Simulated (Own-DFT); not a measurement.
# How strain changes the stress of beta-Si3N4, 112 atoms (N64Si48)

Everything here is calculated. The program is Own-DFT (plane waves, in-house, since retired, never reviewed by a person); positions were held fixed, and spin and spin-orbit coupling were off.

Settings: PBE; PseudoDojo norm-conserving scalar-relativistic files; cutoff 42 hartree; 2 x 2 x 4 k mesh centred on Gamma; Fermi-Dirac smearing of 0.1 eV.

Caveats (not all hold for every row): some atoms lie very close together; forces on such cells moved up to 12 meV/angstrom on a denser k mesh; stress not checked against mesh or cutoff.

Unstrained cell vectors in Å: (15.212, 0.000, 0.000); (-7.606, 13.174, 0.000); (0.000, 0.000, 5.818). The unstrained cell has measured lattice constants (interpolated for alloys), not those of this functional. That, the random moves and any unrelaxed bonds set the pressure at no strain. Each run strains this cell uniformly, with the atoms carried along. Each coordinate of each atom was shifted by a normal deviate of width 0.05 Å. Strain is the symmetric tensor, in per cent. Stress is positive in tension, and the pressure is minus a third of its trace.

```
run  e_xx (%)  e_yy (%)  e_zz (%)  e_yz (%)  e_xz (%)  e_xy (%)  s_xx (GPa)  s_yy (GPa)  s_zz (GPa)  s_yz (GPa)  s_xz (GPa)  s_xy (GPa)  P (GPa)  E (meV/atom)
  1     -0.60     -0.41      1.92     -0.84      1.19      1.87      -10.99       -8.91       -0.52       -1.89        2.04       10.98     6.81          63.1
  2     -1.31      1.96      0.08     -1.45     -1.87     -1.19      -12.27        1.82       -9.46       -2.93       -6.08       -4.17     6.64          25.1
  3      1.46     -1.36      1.07     -0.39      0.35     -0.20        0.21      -12.72       -2.60       -1.47       -0.19       -0.78     5.04          11.6
  4      0.80     -0.13      0.18     -0.11      1.36      1.54       -3.90       -7.29       -7.26        0.17        3.15        5.36     6.15          22.7
  5     -1.98     -1.62      0.80      1.17      1.92      0.27      -22.46      -18.28       -9.20        3.81        6.08        0.73    16.65          61.4
  6      0.34      1.27      0.16      1.61     -1.41      1.55       -3.57       -0.59       -9.43        6.04       -3.38        4.55     4.53          34.4
  7     -0.45      1.19     -0.90      1.87     -1.96     -0.82       -8.61       -6.20      -13.70        7.38       -6.69       -2.76     9.50          41.5
  8     -1.81      0.99     -0.16      1.16      1.28      0.01      -14.47       -4.53      -12.06        2.51        4.88       -0.51    10.35          18.9
  9      1.75      1.06      0.74     -1.60     -1.86     -1.78        2.55       -0.78       -2.37       -6.34       -7.37       -6.33     0.20          24.1
 10      1.18     -1.08      0.62      1.71      0.23     -1.94       -4.08      -10.60       -4.53        5.71        0.86       -8.02     6.40          19.3
 11     -0.78      1.69      1.81     -0.66      1.10     -1.50       -9.83        2.84        1.77       -1.68        3.89       -7.94     1.74          31.8
 12     -0.69      0.96      1.31      1.28     -0.20     -0.86       -8.04       -3.34       -1.11        3.38       -1.27       -5.52     4.16          12.5
 13      1.65     -0.69      1.01      0.39      0.43     -0.39        2.11       -9.25       -1.82        2.55        1.65       -1.45     2.99           0.0
 14     -1.29     -1.23     -0.05     -1.20      0.53     -0.55      -17.32      -17.62       -9.80       -5.77        1.82       -2.94    14.91          26.8
 15     -0.82     -0.88      1.22      0.60      1.12     -0.45      -14.19      -12.72       -1.37        1.88        4.77       -1.40     9.43          23.4
 16      1.20      0.16      0.83     -0.78      1.91      1.73       -2.11       -3.91       -3.33       -2.05        7.82        7.42     3.12          15.8
 17     -1.25      0.07      1.03      0.94      0.14      1.10           ?           ?           ?           ?           ?           ?        ?             ?
```

The last column gives the free energy per atom over the lowest of the runs shown.

## Worked fit

Regress every stress component on the fractional strains (shears doubled) of the visible runs, with a constant. Shear strains stay in the fit of a normal stress only where such slopes are resolved. The slopes, in GPa:

```
stress,at no strain,per e_xx,per e_yy,per e_zz,scatter
s_xx,-7.8,555 ± 27,165 ± 29,26 ± 47,1.31
s_yy,-8.6,118 ± 23,542 ± 25,162 ± 40,1.13
s_zz,-9.2,105 ± 26,40 ± 28,568 ± 45,1.26
```

The slope of each shear stress on twice its own strain, from a fit on all six strains: yz 170 ± 13, xz 183 ± 17, xy 220 ± 17 GPa. These are stiffnesses along x, y and z of the frame in which the cell vectors are given, with the crystal's c axis along z: C11, C12, C13 and C33. Hexagonal symmetry asks that xx and yy behave alike, which is a second check on the noise. The atoms are held to the strained lattice; where symmetry lets them move under strain, relaxing them would lower some slopes. The table should be nearly symmetric about its diagonal, and what it lacks of that shows the noise. A ninth of the table's sum, 253 ± 8 GPa, estimates the bulk modulus near the mean pressure of these runs, 6.8 GPa, so it lies above the value at zero pressure.

## Check

The question: what normal stresses and pressure should run 17 give?

The fitted form gives s_xx = -14.4, s_yy = -8.1, s_zz = -4.6 and P = 9.0 GPa. DFT gave -13.42, -9.12, -5.50 and P = 9.35 GPa.
